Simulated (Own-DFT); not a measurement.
InGa3As4 (zincblende random alloy, strained, atoms displaced) (calculated)

All values are calculated (Own-DFT development build). A calculation, not a measurement: plane-wave PBE density functional theory by an unreviewed code, no spin, of a simulated periodic cell, stress positive in tension, free energy of the whole cell less one offset for each atom, forces on such cells passed a denser k mesh, this cell's mesh not checked; offsets are fitted by least squares, one for each functional and potential file, so energies compare only between cells with the same atoms and settings and are not formation energies; the far tail of each file's local potential was reset to the Coulomb form; each entry is a single point on an unrelaxed cell, so the pressure reflects the starting lattice, mostly measured values, from which strain is counted, and rises with the displacements; printed positions are rounded, which can move forces by about a meV/angstrom; the program is a retired in-house code; no spin-orbit coupling.

Common to all runs: functional PBE; potential files PseudoDojo norm-conserving, scalar-relativistic, standard set; wave cutoff 42 hartree; occupations Fermi-Dirac; smearing width 0.1 eV; k mesh 3 x 3 x 3 centred on Gamma.

(1) 
```cif
# cell vector a (Å): 11.3004 -0.0592 0.0283
# cell vector b (Å): -0.0592 11.5407 0.0088
# cell vector c (Å): 0.0283 0.0088 11.6904
data_InGa3As4
_symmetry_space_group_name_H-M 'P 1'
_symmetry_Int_Tables_number 1
_cell_length_a 11.3006
_cell_length_b 11.5409
_cell_length_c 11.6904
_cell_angle_alpha 89.914
_cell_angle_beta 89.718
_cell_angle_gamma 90.594
_cell_volume 1524.55
loop_
_atom_site_label
_atom_site_type_symbol
_atom_site_fract_x
_atom_site_fract_y
_atom_site_fract_z
_atom_site_occupancy
Ga1 Ga 0.00089 0.00015 0.99722 1
Ga2 Ga 0.00136 0.24614 0.24453 1
In1 In 0.24790 0.00178 0.25344 1
Ga3 Ga 0.25048 0.25000 0.00074 1
As1 As 0.12977 0.12630 0.12983 1
As2 As 0.11814 0.37406 0.37863 1
As3 As 0.37167 0.12551 0.36928 1
As4 As 0.37503 0.37196 0.13287 1
Ga4 Ga 0.00387 0.00389 0.49781 1
In2 In 0.99507 0.24831 0.74888 1
Ga5 Ga 0.24832 0.99683 0.75084 1
In3 In 0.24903 0.25086 0.49844 1
As5 As 0.11949 0.13003 0.62820 1
As6 As 0.12691 0.37292 0.87120 1
As7 As 0.37628 0.12596 0.88293 1
As8 As 0.38235 0.38045 0.63093 1
In4 In 0.99987 0.50277 0.00303 1
Ga6 Ga 0.00530 0.75090 0.24431 1
Ga7 Ga 0.25799 0.49488 0.24783 1
Ga8 Ga 0.25171 0.75090 0.00438 1
As9 As 0.13386 0.61954 0.11970 1
As10 As 0.12377 0.87280 0.36599 1
As11 As 0.38149 0.62031 0.37277 1
As12 As 0.37827 0.87500 0.13036 1
Ga9 Ga 0.00924 0.50248 0.49619 1
In5 In 0.99752 0.75343 0.74501 1
Ga10 Ga 0.24708 0.49912 0.75027 1
Ga11 Ga 0.24968 0.74725 0.49546 1
As13 As 0.12835 0.62035 0.62450 1
As14 As 0.12735 0.87464 0.86758 1
As15 As 0.37248 0.63099 0.87780 1
As16 As 0.38100 0.87435 0.62180 1
Ga12 Ga 0.49915 0.99981 0.00331 1
In6 In 0.50187 0.24373 0.24997 1
In7 In 0.75128 0.99630 0.24752 1
Ga13 Ga 0.75094 0.24763 0.00813 1
As17 As 0.63030 0.12483 0.12763 1
As18 As 0.63128 0.37209 0.38072 1
As19 As 0.88242 0.12895 0.37436 1
As20 As 0.87248 0.37588 0.12263 1
Ga14 Ga 0.50080 0.00081 0.49951 1
In8 In 0.50158 0.25822 0.74964 1
Ga15 Ga 0.75040 0.99697 0.74936 1
Ga16 Ga 0.74626 0.26002 0.50108 1
As21 As 0.63343 0.12414 0.62307 1
As22 As 0.62398 0.37950 0.87210 1
As23 As 0.87476 0.12592 0.87311 1
As24 As 0.87591 0.38097 0.62982 1
Ga17 Ga 0.49357 0.50283 0.99393 1
Ga18 Ga 0.49642 0.75122 0.25774 1
Ga19 Ga 0.75238 0.50284 0.25881 1
Ga20 Ga 0.74999 0.75457 0.00282 1
As25 As 0.62447 0.63189 0.12352 1
As26 As 0.62666 0.87737 0.36929 1
As27 As 0.87869 0.62098 0.37693 1
As28 As 0.87853 0.86831 0.12557 1
Ga21 Ga 0.50009 0.50279 0.50158 1
Ga22 Ga 0.49708 0.74814 0.74509 1
Ga23 Ga 0.74351 0.50513 0.75716 1
Ga24 Ga 0.75222 0.75815 0.50221 1
As29 As 0.62261 0.62597 0.62706 1
As30 As 0.62521 0.87324 0.87087 1
As31 As 0.86989 0.62704 0.87177 1
As32 As 0.87951 0.87291 0.63086 1
_calc_free_energy_of_cell_above_offsets '-22.294'  # eV
_calc_pressure 4.73  # GPa
_calc_stress_xx -5.69  # GPa
_calc_stress_yy -4.74  # GPa
_calc_stress_zz -3.76  # GPa
_calc_stress_yz 0.83  # GPa
_calc_stress_xz 0.07  # GPa
_calc_stress_xy -0.71  # GPa
```

Force:
```
element  x (eV/Å)  y (eV/Å)  z (eV/Å)
     Ga      0.16     0.014     0.106
     Ga    -0.223     0.669     0.101
     In     0.408    -0.559    -0.854
     Ga    -0.052     0.259      0.08
     As    -1.241     0.688    -1.779
     As     0.072     0.605    -1.739
     As     1.069    -0.705     2.273
     As    -0.239     0.685    -1.897
     Ga    -0.156    -0.373      0.11
     In    -0.022     0.884     0.175
     Ga     0.594     0.725    -0.438
     In     0.541     0.395     0.597
     As      1.13    -2.385    -0.514
     As     0.971     0.108     0.692
     As    -0.542    -0.692    -0.168
     As    -1.451     1.379    -1.265
     In    -0.233    -0.238    -1.309
     Ga    -0.151    -1.072     0.047
     Ga    -0.852     0.281     0.651
     Ga     0.083     0.546    -0.368
     As     0.659      1.18      1.74
     As    -0.917    -1.017     2.107
     As    -0.745     0.065     0.346
     As     0.331    -0.615    -0.759
     Ga    -0.866    -0.087     0.589
     In     1.035    -1.676     0.775
     Ga     0.583     0.202     0.197
     Ga     0.208     0.049     0.002
     As     0.524    -0.016    -0.602
     As     0.583     0.424     1.921
     As    -0.229    -0.274    -0.568
     As    -0.862     0.105     0.016
     Ga     0.442    -0.132    -0.263
     In     0.714     0.905     0.234
     In     1.288     0.681     0.078
     Ga    -0.059     0.345    -1.069
     As    -0.393    -0.381    -1.879
     As    -0.673     1.287    -0.204
     As    -0.342     0.361     0.756
     As    -0.582    -0.779     1.561
     Ga     0.292       0.3    -0.317
     In     0.336    -1.934     0.117
     Ga     0.103     0.182     0.085
     Ga     1.378    -0.811     0.591
     As    -0.165    -0.375    -0.387
     As     1.027     0.424     2.132
     As    -1.322    -1.255     1.602
     As    -1.009     1.124    -1.111
     Ga      0.42    -0.087      0.69
     Ga     0.617    -0.105    -0.776
     Ga    -0.356    -0.114    -0.878
     Ga    -0.058    -0.288    -0.598
     As    -0.273    -0.701     0.524
     As     -1.22     -1.16     1.924
     As     0.218     1.046     0.118
     As      0.82    -0.003    -1.036
     Ga      0.49    -0.258    -0.023
     Ga     0.186     0.073     0.431
     Ga     0.409    -0.054    -0.813
     Ga    -0.135    -0.559    -0.189
     As     0.407     0.174    -0.379
     As    -0.332     0.147     0.444
     As    -0.768     0.122     0.764
     As    -1.628     2.267    -2.395
```

(2) 
```cif
# cell vector a (Å): 11.3882 -0.1635 -0.1040
# cell vector b (Å): -0.1635 11.3754 0.0388
# cell vector c (Å): -0.1040 0.0388 11.5953
data_InGa3As4
_symmetry_space_group_name_H-M 'P 1'
_symmetry_Int_Tables_number 1
_cell_length_a 11.3898
_cell_length_b 11.3766
_cell_length_c 11.5958
_cell_angle_alpha 89.606
_cell_angle_beta 91.040
_cell_angle_gamma 91.648
_cell_volume 1501.67
loop_
_atom_site_label
_atom_site_type_symbol
_atom_site_fract_x
_atom_site_fract_y
_atom_site_fract_z
_atom_site_occupancy
In1 In 0.00302 0.00163 0.99465 1
Ga1 Ga 0.00221 0.25295 0.25553 1
Ga2 Ga 0.24881 0.00255 0.24651 1
Ga3 Ga 0.25197 0.25895 0.00634 1
As1 As 0.12371 0.11516 0.12578 1
As2 As 0.11947 0.37111 0.37872 1
As3 As 0.37250 0.13692 0.37949 1
As4 As 0.37678 0.37385 0.12599 1
Ga4 Ga 0.00593 0.00298 0.50218 1
Ga5 Ga 0.00054 0.24565 0.74403 1
Ga6 Ga 0.24184 0.00229 0.74430 1
In2 In 0.24923 0.25452 0.50396 1
As5 As 0.11779 0.12497 0.62517 1
As6 As 0.12918 0.37327 0.87305 1
As7 As 0.37784 0.11968 0.86680 1
As8 As 0.37485 0.37535 0.62965 1
Ga7 Ga 0.99956 0.49743 0.00072 1
Ga8 Ga 0.99297 0.75170 0.24410 1
In3 In 0.25355 0.50338 0.25530 1
In4 In 0.25067 0.75022 0.99438 1
As9 As 0.12557 0.62928 0.13349 1
As10 As 0.12331 0.87937 0.38291 1
As11 As 0.37907 0.62715 0.37356 1
As12 As 0.37551 0.88019 0.12196 1
Ga9 Ga 0.00001 0.50162 0.49709 1
Ga10 Ga 0.99302 0.75462 0.75957 1
Ga11 Ga 0.25027 0.50657 0.74753 1
In5 In 0.24867 0.74810 0.50116 1
As13 As 0.11748 0.61882 0.62493 1
As14 As 0.12637 0.87243 0.87649 1
As15 As 0.38013 0.62201 0.87213 1
As16 As 0.37461 0.86858 0.62525 1
In6 In 0.50044 0.00662 0.00071 1
Ga12 Ga 0.50378 0.25142 0.25566 1
Ga13 Ga 0.74811 0.00158 0.24494 1
In7 In 0.75210 0.25801 0.99701 1
As17 As 0.62323 0.12583 0.12056 1
As18 As 0.62481 0.37073 0.38278 1
As19 As 0.87251 0.12596 0.37748 1
As20 As 0.88406 0.37318 0.12925 1
Ga14 Ga 0.49403 0.99268 0.49877 1
Ga15 Ga 0.50144 0.24842 0.74353 1
Ga16 Ga 0.74642 0.00042 0.74811 1
Ga17 Ga 0.74686 0.25244 0.50277 1
As21 As 0.62904 0.12862 0.62598 1
As22 As 0.62025 0.37608 0.87851 1
As23 As 0.87736 0.12442 0.86910 1
As24 As 0.87952 0.37976 0.63725 1
Ga18 Ga 0.50004 0.50612 0.99769 1
Ga19 Ga 0.50248 0.74525 0.24960 1
Ga20 Ga 0.75943 0.50002 0.24983 1
Ga21 Ga 0.75166 0.75207 0.00622 1
As25 As 0.62571 0.62669 0.12304 1
As26 As 0.62243 0.86930 0.37514 1
As27 As 0.87229 0.61900 0.38863 1
As28 As 0.88044 0.87480 0.12076 1
In8 In 0.50282 0.49851 0.50565 1
Ga22 Ga 0.50819 0.74930 0.75228 1
Ga23 Ga 0.75555 0.50416 0.74908 1
Ga24 Ga 0.75019 0.75199 0.50164 1
As29 As 0.62095 0.62292 0.63269 1
As30 As 0.62087 0.87366 0.87977 1
As31 As 0.87825 0.63028 0.87739 1
As32 As 0.87386 0.87225 0.61641 1
_calc_free_energy_of_cell_above_offsets '-21.299'  # eV
_calc_pressure 5.96  # GPa
_calc_stress_xx -6.36  # GPa
_calc_stress_yy -6.24  # GPa
_calc_stress_zz -5.29  # GPa
_calc_stress_yz 0.02  # GPa
_calc_stress_xz -2.34  # GPa
_calc_stress_xy -1.84  # GPa
```

Force:
```
element  x (eV/Å)  y (eV/Å)  z (eV/Å)
     In    -0.383    -0.405    -0.858
     Ga    -0.177    -1.234    -0.495
     Ga      0.49    -0.367     0.834
     Ga    -0.311    -1.363    -0.807
     As     1.095     2.687     1.243
     As    -0.778     1.129    -0.022
     As     0.909    -2.007    -1.161
     As     1.133     0.218     0.047
     Ga    -1.054    -0.402    -0.685
     Ga     0.097     0.345     0.722
     Ga     0.597    -0.563      0.18
     In    -0.416    -0.423     0.127
     As     0.111    -0.258     0.776
     As    -0.352     0.248      0.16
     As    -1.485     1.628    -0.524
     As    -0.089     0.465     1.901
     Ga     0.676     0.359    -0.151
     Ga     0.448    -0.338     1.293
     In    -0.618    -1.264     -0.65
     In     0.605    -1.018      0.55
     As    -1.496    -0.073    -0.746
     As    -0.679     0.512    -1.742
     As     1.073     0.978     0.555
     As    -0.144    -0.602     2.278
     Ga    -0.009    -1.105     0.479
     Ga     0.421     0.024    -1.344
     Ga    -0.087     -0.68     0.005
     In    -0.355    -0.853    -0.525
     As    -0.278     0.372     1.208
     As    -0.291      0.79    -2.121
     As     0.118     0.127    -0.459
     As     0.946     1.397     1.679
     In    -0.453    -0.923    -1.025
     Ga     -0.08    -0.298    -0.606
     Ga     0.084    -0.322      0.24
     In     0.483     -0.88     -0.08
     As     1.062     1.224     2.685
     As     1.054      0.27    -1.377
     As      0.05     0.039      0.07
     As      0.21     0.944      0.68
     Ga     0.361     0.697    -0.061
     Ga     0.029    -0.049     0.486
     Ga      0.23    -0.571    -0.061
     Ga     1.033    -0.063     0.231
     As    -0.743    -0.668    -0.292
     As    -0.667     1.291    -1.447
     As    -0.653     0.414    -0.845
     As    -0.337    -0.205    -1.291
     Ga      0.05    -0.827     0.196
     Ga    -0.253     0.473    -0.606
     Ga    -0.648    -0.315     0.125
     Ga    -0.107    -0.151    -0.825
     As     0.267    -0.343     0.618
     As     0.339     0.656    -0.083
     As    -0.156     1.117    -1.263
     As    -1.486    -0.089     1.248
     In    -0.465    -0.129    -0.995
     Ga    -0.611     0.053     -0.14
     Ga    -0.505    -0.166     0.681
     Ga    -0.761    -0.818    -0.132
     As     1.854     1.444     0.591
     As     1.445    -0.315    -0.565
     As     -0.74    -0.615     0.792
     As     0.396       0.8     1.304
```

(3) 
```cif
# cell vector a (Å): 11.3455 -0.1689 0.1654
# cell vector b (Å): -0.1689 11.3090 -0.0502
# cell vector c (Å): 0.1654 -0.0502 11.6838
data_InGa3As4
_symmetry_space_group_name_H-M 'P 1'
_symmetry_Int_Tables_number 1
_cell_length_a 11.3480
_cell_length_b 11.3104
_cell_length_c 11.6851
_cell_angle_alpha 90.513
_cell_angle_beta 88.350
_cell_angle_gamma 91.712
_cell_volume 1498.44
loop_
_atom_site_label
_atom_site_type_symbol
_atom_site_fract_x
_atom_site_fract_y
_atom_site_fract_z
_atom_site_occupancy
Ga1 Ga 0.00129 0.00701 0.00026 1
In1 In 0.00250 0.24649 0.25615 1
Ga2 Ga 0.24944 0.99989 0.25056 1
Ga3 Ga 0.25309 0.24966 0.99511 1
As1 As 0.12634 0.12548 0.12627 1
As2 As 0.13016 0.37046 0.36726 1
As3 As 0.37693 0.13073 0.37853 1
As4 As 0.37575 0.37556 0.12204 1
Ga4 Ga 0.99947 0.99634 0.50157 1
Ga5 Ga 0.00189 0.24763 0.75480 1
Ga6 Ga 0.24799 0.99899 0.74818 1
Ga7 Ga 0.24824 0.24849 0.50222 1
As5 As 0.11857 0.12252 0.62595 1
As6 As 0.12303 0.37127 0.87633 1
As7 As 0.36857 0.13492 0.87710 1
As8 As 0.37834 0.38636 0.63099 1
Ga8 Ga 0.99748 0.49717 0.00337 1
Ga9 Ga 0.99578 0.75706 0.25012 1
In2 In 0.24630 0.50114 0.25310 1
In3 In 0.24570 0.75911 0.99663 1
As9 As 0.12122 0.62501 0.12813 1
As10 As 0.12302 0.87911 0.37683 1
As11 As 0.37842 0.62041 0.37206 1
As12 As 0.37750 0.88279 0.12371 1
Ga10 Ga 0.00825 0.50103 0.49677 1
Ga11 Ga 0.00261 0.74513 0.75517 1
Ga12 Ga 0.25300 0.50183 0.75899 1
In4 In 0.24356 0.74320 0.50332 1
As13 As 0.11939 0.62728 0.62910 1
As14 As 0.12894 0.87305 0.86742 1
As15 As 0.38024 0.63040 0.86994 1
As16 As 0.37524 0.86993 0.61984 1
In5 In 0.49462 0.00076 0.99013 1
Ga13 Ga 0.49696 0.24290 0.24832 1
In6 In 0.74219 0.99727 0.24973 1
Ga14 Ga 0.74185 0.25051 0.99320 1
As17 As 0.62646 0.12635 0.12084 1
As18 As 0.62640 0.38079 0.37466 1
As19 As 0.87892 0.11865 0.36998 1
As20 As 0.87676 0.37856 0.12553 1
Ga15 Ga 0.50047 0.99819 0.49678 1
Ga16 Ga 0.50250 0.25697 0.74150 1
Ga17 Ga 0.74190 0.00290 0.74401 1
Ga18 Ga 0.75440 0.25310 0.50504 1
As21 As 0.62924 0.11937 0.61969 1
As22 As 0.62004 0.37111 0.87784 1
As23 As 0.87330 0.12737 0.86767 1
As24 As 0.87646 0.37660 0.61846 1
Ga19 Ga 0.50093 0.50378 0.99971 1
In7 In 0.50185 0.75281 0.25086 1
Ga20 Ga 0.75629 0.50039 0.24891 1
In8 In 0.75225 0.75344 0.00257 1
As25 As 0.62491 0.62596 0.12838 1
As26 As 0.61809 0.88087 0.37532 1
As27 As 0.87340 0.62911 0.37736 1
As28 As 0.87450 0.87998 0.12952 1
Ga21 Ga 0.49493 0.50705 0.50779 1
Ga22 Ga 0.49675 0.74978 0.74339 1
Ga23 Ga 0.74484 0.50211 0.75243 1
Ga24 Ga 0.74875 0.74882 0.50126 1
As29 As 0.62784 0.62146 0.62434 1
As30 As 0.61719 0.87371 0.88237 1
As31 As 0.87371 0.62302 0.87286 1
As32 As 0.87027 0.87588 0.62595 1
_calc_free_energy_of_cell_above_offsets '-20.827'  # eV
_calc_pressure 6.22  # GPa
_calc_stress_xx -6.78  # GPa
_calc_stress_yy -6.83  # GPa
_calc_stress_zz -5.07  # GPa
_calc_stress_yz -0.19  # GPa
_calc_stress_xz 2.45  # GPa
_calc_stress_xy -2.64  # GPa
```

Force:
```
element  x (eV/Å)  y (eV/Å)  z (eV/Å)
     Ga    -0.145    -0.302    -0.477
     In    -0.736     0.688    -1.695
     Ga     0.162     0.423         0
     Ga    -0.859      0.83     0.974
     As     1.196    -0.745    -1.023
     As     -0.26    -0.232     3.724
     As    -0.425    -0.951      0.16
     As      0.48    -0.775    -0.376
     Ga    -0.501     0.404    -0.259
     Ga    -0.215     0.743    -1.051
     Ga     0.599      0.63    -0.518
     Ga     0.129     0.606     0.302
     As     0.604    -0.032     0.103
     As     0.255     0.345     0.373
     As     0.315    -0.442    -2.156
     As    -0.889    -1.162     -0.25
     Ga     0.278     0.552    -0.626
     Ga     0.169    -0.166     0.039
     In      0.84     0.668    -1.703
     In     0.553     -0.79     0.579
     As    -1.137     0.334    -0.211
     As    -0.186    -0.119    -0.557
     As     0.335    -0.242     1.805
     As    -1.194    -0.442     1.727
     Ga    -0.452    -0.091    -0.278
     Ga    -0.805     0.664    -0.505
     Ga     -0.58     0.163    -0.357
     In     0.557     0.631    -1.697
     As    -0.569    -2.089      1.42
     As    -1.723     1.219    -0.121
     As     0.137    -0.904      0.57
     As      0.73     1.326     1.205
     In    -0.293     2.039     0.315
     Ga     0.694      1.21    -0.324
     In     0.338     1.335    -0.516
     Ga     1.021     0.288     0.344
     As    -0.448     0.763     0.152
     As    -0.382    -0.668     0.393
     As    -1.042    -0.467     2.917
     As    -0.914    -0.735    -0.413
     Ga    -0.583     0.596     0.339
     Ga    -0.151    -0.638     0.144
     Ga     0.256    -0.579     0.764
     Ga    -0.192     -0.26    -1.345
     As    -0.827     0.723     0.181
     As     0.148     0.568    -0.392
     As    -0.504    -0.637     0.922
     As     0.423     0.228     1.262
     Ga    -0.116     0.101    -0.072
     In    -0.759     0.352    -0.727
     Ga     -0.45     0.339     0.081
     In     0.025     0.014    -0.564
     As     0.375    -1.963    -0.129
     As      0.47    -1.195     2.453
     As     0.456     -0.31    -0.134
     As     1.977    -0.237    -0.592
     Ga     0.665    -0.167    -1.248
     Ga     0.808     0.429     -0.21
     Ga      0.39    -0.579    -0.346
     Ga    -0.131     0.553    -0.226
     As    -0.251     0.494      0.44
     As     1.317     -0.99    -2.973
     As     0.684    -0.844    -0.023
     As     0.334    -0.502     0.405
```

(4) 
```cif
# cell vector a (Å): 11.3414 0.0414 0.0297
# cell vector b (Å): 0.0414 11.5130 -0.1337
# cell vector c (Å): 0.0297 -0.1337 11.5649
data_InGa3As4
_symmetry_space_group_name_H-M 'P 1'
_symmetry_Int_Tables_number 1
_cell_length_a 11.3415
_cell_length_b 11.5139
_cell_length_c 11.5657
_cell_angle_alpha 91.327
_cell_angle_beta 89.705
_cell_angle_gamma 89.587
_cell_volume 1509.84
loop_
_atom_site_label
_atom_site_type_symbol
_atom_site_fract_x
_atom_site_fract_y
_atom_site_fract_z
_atom_site_occupancy
Ga1 Ga 0.00456 0.99517 0.99583 1
Ga2 Ga 0.99943 0.24692 0.25579 1
Ga3 Ga 0.24530 0.99424 0.25044 1
In1 In 0.25146 0.24964 0.99850 1
As1 As 0.11984 0.11957 0.12028 1
As2 As 0.11949 0.36901 0.37417 1
As3 As 0.37033 0.11952 0.37626 1
As4 As 0.37451 0.37611 0.11971 1
Ga4 Ga 0.99619 0.00359 0.50393 1
Ga5 Ga 0.00091 0.24848 0.75961 1
Ga6 Ga 0.25237 0.00494 0.75146 1
Ga7 Ga 0.25498 0.25204 0.49929 1
As5 As 0.12669 0.13063 0.62415 1
As6 As 0.12331 0.37598 0.87332 1
As7 As 0.37496 0.12756 0.87828 1
As8 As 0.38045 0.37515 0.62903 1
Ga8 Ga 0.00159 0.49960 0.00202 1
Ga9 Ga 0.00032 0.75270 0.24755 1
Ga10 Ga 0.24647 0.49847 0.25425 1
Ga11 Ga 0.24848 0.74082 0.00374 1
As9 As 0.12567 0.62072 0.12653 1
As10 As 0.12236 0.87767 0.37610 1
As11 As 0.37992 0.62794 0.36797 1
As12 As 0.36615 0.86324 0.12334 1
Ga12 Ga 0.00800 0.50127 0.50069 1
Ga13 Ga 0.99635 0.74935 0.75111 1
Ga14 Ga 0.25634 0.49722 0.75111 1
Ga15 Ga 0.25303 0.74410 0.49580 1
As13 As 0.12538 0.62254 0.62608 1
As14 As 0.12606 0.87541 0.87645 1
As15 As 0.36220 0.62355 0.87733 1
As16 As 0.38136 0.87433 0.62832 1
Ga16 Ga 0.50551 0.99743 0.99298 1
Ga17 Ga 0.49870 0.25331 0.25214 1
In2 In 0.74902 0.99956 0.24435 1
Ga18 Ga 0.74734 0.24760 0.99893 1
As17 As 0.63293 0.13041 0.12641 1
As18 As 0.62821 0.37775 0.37747 1
As19 As 0.87773 0.12312 0.37296 1
As20 As 0.87254 0.37483 0.12145 1
Ga19 Ga 0.50086 0.01008 0.49963 1
Ga20 Ga 0.49741 0.25064 0.75593 1
Ga21 Ga 0.75366 0.00387 0.75526 1
In3 In 0.75229 0.24622 0.49890 1
As21 As 0.63230 0.13002 0.62338 1
As22 As 0.62008 0.36501 0.86739 1
As23 As 0.87270 0.12494 0.87804 1
As24 As 0.87781 0.37785 0.62326 1
Ga22 Ga 0.50153 0.50567 0.99445 1
In4 In 0.49463 0.75163 0.25022 1
In5 In 0.74942 0.49718 0.24089 1
Ga23 Ga 0.75028 0.75365 0.99164 1
As25 As 0.62524 0.62646 0.12903 1
As26 As 0.62505 0.88642 0.37847 1
As27 As 0.87016 0.62250 0.37290 1
As28 As 0.86298 0.86978 0.12542 1
In6 In 0.50175 0.49389 0.49861 1
In7 In 0.49910 0.74720 0.74962 1
In8 In 0.74609 0.50584 0.74836 1
Ga24 Ga 0.75207 0.75425 0.49810 1
As29 As 0.62229 0.62999 0.62375 1
As30 As 0.63163 0.88040 0.88149 1
As31 As 0.88032 0.62455 0.87242 1
As32 As 0.87730 0.87246 0.62891 1
_calc_free_energy_of_cell_above_offsets '-21.620'  # eV
_calc_pressure 5.53  # GPa
_calc_stress_xx -6.01  # GPa
_calc_stress_yy -5.45  # GPa
_calc_stress_zz -5.14  # GPa
_calc_stress_yz -1.92  # GPa
_calc_stress_xz 0.74  # GPa
_calc_stress_xy 0.91  # GPa
```

Force:
```
element  x (eV/Å)  y (eV/Å)  z (eV/Å)
     Ga    -1.259    -0.066      0.56
     Ga    -0.278    -0.214    -1.076
     Ga    -0.181     0.204    -0.396
     In    -1.403     0.286     0.682
     As    -0.039    -0.132     1.209
     As     1.031     0.553     0.247
     As      0.38     0.508    -0.618
     As     1.156     1.179     1.482
     Ga     0.312    -0.135     0.074
     Ga     -0.47     0.186    -0.889
     Ga    -0.184    -0.352     -0.34
     Ga     -0.44     0.074      0.21
     As     0.007    -0.264     0.303
     As    -0.133     0.756    -0.431
     As     1.541    -1.677    -1.428
     As    -0.928    -1.053     0.454
     Ga     -0.23    -0.017    -0.095
     Ga    -0.479    -0.192     0.199
     Ga     0.228     -0.27    -0.235
     Ga    -1.038     0.557    -0.102
     As    -0.234     0.135     0.232
     As     0.048    -0.444     0.317
     As    -2.027    -1.627     1.324
     As     0.006     2.117    -1.028
     Ga    -0.981    -0.054    -0.108
     Ga     0.661     0.151    -0.003
     Ga    -1.107    -0.115    -0.302
     Ga    -0.274     0.595     0.457
     As     0.657     0.312     0.111
     As     0.545    -0.662    -0.536
     As     1.027      -0.5      0.15
     As    -1.388     1.372    -1.498
     Ga    -0.875     0.684     1.366
     Ga    -0.146    -0.059    -0.083
     In    -0.175     0.528      1.01
     Ga    -0.009     0.515    -0.129
     As    -2.031      0.62    -0.991
     As     0.018    -1.612    -1.662
     As     1.374    -0.446    -0.128
     As     1.764    -1.662    -1.189
     Ga     -0.11    -0.436      0.73
     Ga    -0.326    -1.007    -1.009
     Ga      -0.3    -0.227    -0.628
     In     0.441     1.066    -0.208
     As    -1.696    -1.399     1.799
     As     0.495     0.932     1.616
     As     0.736    -0.067     0.104
     As     1.575    -0.222     0.272
     Ga    -0.084    -0.416     0.293
     In     1.249     1.235     0.048
     In    -0.474     0.231     1.028
     Ga     0.106    -0.938     0.683
     As    -0.047       0.4    -2.744
     As    -0.279    -0.976     1.036
     As     1.482     0.891     0.856
     As     2.604    -1.095     -1.58
     In     -0.84     1.353     0.323
     In    -0.303      0.52     1.709
     In    -0.068    -0.705      0.09
     Ga    -0.303     0.007     0.024
     As     1.335      0.22    -1.582
     As     0.248    -0.188    -0.966
     As     0.355     0.587     1.207
     As    -0.247     0.454    -0.222
```
